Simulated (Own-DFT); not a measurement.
# Which defects push the lattice out? zincblende GaP

The numbers are computed, not measured, by runs of the plane-wave DFT program Own-DFT (in-house, retired, unreviewed) at fixed positions, with no spin and no spin-orbit coupling.

Method: PBE; PseudoDojo norm-conserving scalar-relativistic files; cutoff 42 hartree; 3 x 3 x 3 k mesh centred on Gamma; Fermi-Dirac smearing of 0.1 eV.

Known weak points (not all hold for every row): not probed for a lower state with spin; forces on such cells failed a check on a denser k mesh; forces on such cells passed a denser k mesh, each cell not checked; stress not checked against mesh or cutoff.

All runs share one cell, with vectors in Å (10.901, 0.000, 0.000); (0.000, 10.901, 0.000); (0.000, 0.000, 10.901) and a volume of 1295.4 Å³. Atoms were moved at random from their sites; u is the rms move along one axis. The defect's site can differ from row to row.

```
                                     cell    formula   u (Å)  P (GPa)
                                no defect    Ga32P32  0.0185     2.70
                                no defect    Ga32P32  0.0191     2.70
                                no defect    Ga32P32  0.0532     3.21
one Ga on a P site and one P on a Ga site    Ga32P32  0.0301     3.04
one Ga on a P site and one P on a Ga site    Ga32P32  0.0472     3.35
one Ga on a P site and one P on a Ga site    Ga32P32  0.0488     3.51
                      one Al on a Ga site  AlGa31P32  0.0276     2.80
                      one Al on a Ga site  AlGa31P32  0.0285     2.79
                      one Al on a Ga site  AlGa31P32  0.0510     3.28
                       one As on a P site  AsGa32P31  0.0287     3.19
                       one As on a P site  AsGa32P31  0.0468     3.41
                       one As on a P site  AsGa32P31  0.0500     3.52
                          two P vacancies    Ga32P30  0.0283     2.19
                          two P vacancies    Ga32P30  0.0298        ?
                          two P vacancies    Ga32P30  0.0481     2.60
                          two P vacancies    Ga32P30  0.0506     2.66
```

## Analysis

P = P0 + c u² + a shift for each defect gives P0 = 2.59 GPa, c = 236 ± 15 GPa/Å² and a scatter of 0.05 GPa. The shifts, and each times the cell's volume:

- one As on a P site: 0.35 ± 0.04 GPa, 2.8 eV
- one Ga on a P site and one P on a Ga site: 0.28 ± 0.04 GPa, 2.2 eV
- one Al on a Ga site: 0.04 ± 0.04 GPa, 0.3 eV (not resolved)
- two P vacancies: -0.55 ± 0.04 GPa, -4.5 eV (-2.2 eV for each of its 2 sites)

Against the defect-free cell, a freed cell would be larger where the shift is positive and smaller where it is negative (160.2 GPa Å³ is 1 eV). The atoms around the defects weren't relaxed, which would change these numbers.

## Withheld run

The question: what pressure belongs in the blank (two P vacancies, u = 0.0298 Å)?

The fitted form gives 2.25 ± 0.06 GPa. The hidden result is 2.19 GPa.
